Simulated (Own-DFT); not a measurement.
# Strain and stress in wurtzite GaN, 72 atoms (Ga36N36)

All numbers below are calculated, not measured. The program, named Own-DFT, is a retired in-house plane-wave density functional code that no person has reviewed. Each row is one single-point run on a periodic cell that was not relaxed, without spin or spin-orbit coupling.

Settings of every run: PBE; PseudoDojo norm-conserving scalar-relativistic files (stringent for Ga); cutoff 96 hartree; 4 x 4 x 3 k mesh centred on Gamma; Gaussian smearing of 0.01 eV.

Known limits: forces not confirmed at this smearing and k mesh; stress not checked against mesh or cutoff.

Unstrained cell vectors in Å: (9.567, 0.000, 0.000); (-4.784, 8.285, 0.000); (0.000, 0.000, 10.370). The unstrained cell has measured lattice constants (interpolated for alloys), not those of this functional. That, the random moves and any unrelaxed bonds set the pressure at no strain. Each run strains this cell uniformly, with the atoms carried along. Every atom was also moved at random, by a Gaussian of width 0.05 Å on each axis. Strain is the symmetric tensor, in per cent. Stress is positive in tension, and the pressure is minus a third of its trace.

| run | e_xx (%) | e_yy (%) | e_zz (%) | s_xx (GPa) | s_yy (GPa) | s_zz (GPa) | P (GPa) | E (meV/atom) |
|---|---|---|---|---|---|---|---|---|
| 1 | 2.50 | 2.50 | 0.00 | 4.63 | 5.30 | -5.26 | -1.56 | 12.2 |
| 2 | -0.25 | -0.25 | 0.00 | -8.06 | -6.63 | -8.67 | 7.79 | 6.2 |
| 3 | -2.75 | -2.75 | 0.00 | -23.71 | -23.75 | -12.44 | 19.97 | 62.9 |
| 4 | 1.00 | 1.00 | 0.00 | -0.92 | -0.70 | -7.67 | 3.10 | 0.0 |
| 5 | 2.25 | 2.25 | 0.00 | 4.37 | 3.16 | -4.97 | -0.85 | 6.6 |
| 6 | 0.25 | 0.25 | 0.00 | -6.28 | -8.03 | -5.63 | 6.65 | 25.4 |
| 7 | 0.75 | 0.75 | 0.00 | -3.06 | -3.22 | -7.11 | 4.47 | 13.1 |
| 8 | 1.75 | 1.75 | 0.00 | -0.67 | 1.41 | -4.18 | 1.15 | 16.0 |
| 9 | -2.50 | -2.50 | 0.00 | ? | ? | ? | ? | ? |

E is the free energy for each atom above the lowest run shown.

## Worked fit

The change of volume is close to e_xx + e_yy + e_zz. A straight line through the runs shown gives P = 7.94 - 203 x (fractional change of volume) GPa, with an error of 9 on the slope and a scatter of 0.83 GPa. The strain isn't the same on all axes and the cell isn't cubic, so the slope belongs to this path and is not the bulk modulus.

## Withheld run

Question: what pressure should run 9 give? Its volume changes by -4.94 %.

The line gives 18.0 GPa. The calculation gave 18.56 GPa.
